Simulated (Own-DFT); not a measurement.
# What a defect does to the pressure of its cell: C11b WSi2

Calculated, not measured: single-point runs of Own-DFT, a retired in-house plane-wave DFT program that no person has reviewed, on unrelaxed cells, without spin or spin-orbit coupling.

Settings: PBEsol; PseudoDojo norm-conserving scalar-relativistic files, made for PBE; cutoff 50 hartree; 5 x 5 x 5 k mesh centred on Gamma; cold (Marzari-Vanderbilt) smearing of 0.2 eV.

Known weak points: forces on such cells failed a check on a denser k mesh; stress not checked against mesh or cutoff.

All runs share one cell, with vectors in Å (-2.148, -5.953, 3.409); (-6.444, 2.976, 1.136); (-2.553, -2.948, -6.757) and a volume of 403.2 Å³. u is the rms random offset of the atoms per axis. The defect's site can differ from row to row.

```
cell,formula,u (Å),P (GPa)
no defect,Si20W10,0.0189,0.24
no defect,Si20W10,0.0433,1.72
no defect,Si20W10,0.0486,1.57
one Si vacancy,Si19W10,0.0271,-0.91
one Si vacancy,Si19W10,0.0284,-0.64
one Si vacancy,Si19W10,0.0451,0.55
one Si on a W site,Si21W9,0.0314,?
one Si on a W site,Si21W9,0.0316,2.42
one Si on a W site,Si21W9,0.0491,3.59
one Si on a W site,Si21W9,0.0512,3.87
one W vacancy,Si20W9,0.0267,-0.32
one W vacancy,Si20W9,0.0516,1.02
one W vacancy,Si20W9,0.0535,0.86
one W on a Si site,Si19W11,0.0271,5.94
one W on a Si site,Si19W11,0.0321,5.90
one W on a Si site,Si19W11,0.0493,6.88
```

## Fit

P = P0 + c u² + a shift for each defect gives P0 = 0.05 GPa, c = 732 ± 73 GPa/Å² and a scatter of 0.22 GPa. The shifts, and each times the cell's volume:

- one W on a Si site: 5.16 ± 0.18 GPa, 13.0 eV
- one Si on a W site: 1.77 ± 0.18 GPa, 4.4 eV
- one W vacancy: -1.06 ± 0.19 GPa, -2.7 eV
- one Si vacancy: -1.26 ± 0.18 GPa, -3.2 eV

Against the defect-free cell, a freed cell would be larger where the shift is positive and smaller where it is negative (160.2 GPa Å³ is 1 eV). The atoms around the defects weren't relaxed, which would change these numbers.

## The run left out

The question: what pressure belongs in the blank (one Si on a W site, u = 0.0314 Å)?

From the fit: 2.54 ± 0.27 GPa. The hidden result is 2.60 GPa.
